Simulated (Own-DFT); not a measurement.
# What random displacements cost in rutile TiO2, 72 atoms (O48Ti24)

Calculated results; nothing here was measured. The program, named Own-DFT, is a retired in-house plane-wave density functional code that no person has reviewed. Each row is one single-point run on a periodic cell that was not relaxed, without spin or spin-orbit coupling.

Settings of every run: PBE; PseudoDojo norm-conserving scalar-relativistic files; cutoff 72 hartree; 3 x 3 x 3 k mesh centred on Gamma; Fermi-Dirac smearing of 0.1 eV.

Known limits, some of them of some rows only: some atoms lie very close together; oxygen file: force components 24 meV/angstrom off all-electron in a glass; forces on such cells passed a denser k mesh, each cell not checked; stress not checked against mesh or cutoff.

Cell vectors in Å: (9.187, 0.000, 0.000); (0.000, 9.187, 0.000); (0.000, 0.000, 8.876). In each run every atom was moved at random and independently from its ideal site; u is the rms move along one axis. E is the free energy for each atom above the fitted value at u = 0, and F the rms of the force components.

```
run   u (Å)  E (meV/atom)  F (eV/Å)  largest force (eV/Å)  P (GPa)
  1  0.0189           8.1     0.406                  1.97     4.77
  2  0.0213             ?         ?                     ?        ?
  3  0.0479          41.7     0.865                  3.74     6.53
  4  0.0486          38.5     0.755                  2.47     6.25
  5  0.0516          51.8     0.983                  4.59     6.55
  6  0.0768         138.2     1.724                  9.48    10.36
  7  0.0839         141.6     1.772                  9.98    11.44
  8  0.0881         141.4     1.648                  7.11    10.99
  9  0.1095         262.0     2.515                  9.94    15.05
 10  0.1513         512.0     3.947                 19.01    24.74
```

## Worked fit

For small independent moves the energy grows as E = (3/2) K u², with K the mean stiffness felt by one atom. The runs with u up to 0.11 Å give K = 13.3 ± 0.7 eV/Å², with residuals divided by u² + 0.0006 Å², since the noise grows with the moves. The scatter is 6.6 meV/atom at u = 0.05 Å. The forces follow F = G u with G = 20.1 eV/Å²; no force at u = 0 is resolved. G exceeds K because the moves of its neighbours add to the force on an atom, and stiffness differs between atoms. At u = 0.151 Å the parabola gives 456 meV/atom and the run 512. The pressure follows P = 4.41 + 908 u² GPa: at fixed volume, shortened bonds push harder than stretched ones pull.

## Withheld run

Question: what energy and rms force should run 2 give?

The fit gives 9 ± 2 meV/atom and about 0.43 eV/Å. The calculation gave 8.3 meV/atom and 0.362 eV/Å. This run lies off the fit, by chance or by something that the fit leaves out.
